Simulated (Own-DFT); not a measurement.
# A change of arrangement and its cost: C36Si36, 72 atoms

Calculated, not measured: single-point runs of Own-DFT, a retired in-house plane-wave DFT program that no person has reviewed, on unrelaxed cells, without spin or spin-orbit coupling.

Settings: PBE; PseudoDojo norm-conserving scalar-relativistic files; cutoff 42 hartree; 4 x 4 x 3 k mesh centred on Gamma; Fermi-Dirac smearing of 0.1 eV.

Limits: forces on such cells passed a denser k mesh, each cell not checked; stress not checked against mesh or cutoff.

All cells hold the same atoms in the same cell, with vectors in Å (9.248, 0.000, 0.000); (-4.624, 8.009, 0.000); (0.000, 0.000, 10.068). Every atom was moved at random from its ideal site; u is the rms move along one axis. E is the free energy of the whole cell, counted from the lowest run. The arrangements:

- A: 2H SiC
- B: 4H SiC

```
arrangement   u (Å)  E (eV)  P (GPa)
          A  0.0285   0.251     3.68
          A  0.0286   0.468     3.86
          A  0.0315   0.955     3.96
          A  0.0594   8.024     6.45
          A  0.0599   7.552     6.00
          A  0.0603   8.496     6.81
          B  0.0274   0.000     3.62
          B  0.0287   0.077     3.66
          B  0.0313   0.569     3.77
          B  0.0615   7.627     6.04
          B  0.0632   8.689     6.22
          B  0.0645   9.922     6.73
```

Question: which arrangement lies lowest after the energy of the random moves is removed?

## Worked answer

Fit E = a + b u², with one b for all and one a for each arrangement, and with residuals divided by u², since the noise grows with the moves. Then b = 2742 eV/Å², the scatter at u = 0.04 Å is 0.19 eV, and against A:

- B: -0.27 ± 0.08 eV (lower)

The cells share one lattice and weren't relaxed, which can shift such small differences either way.
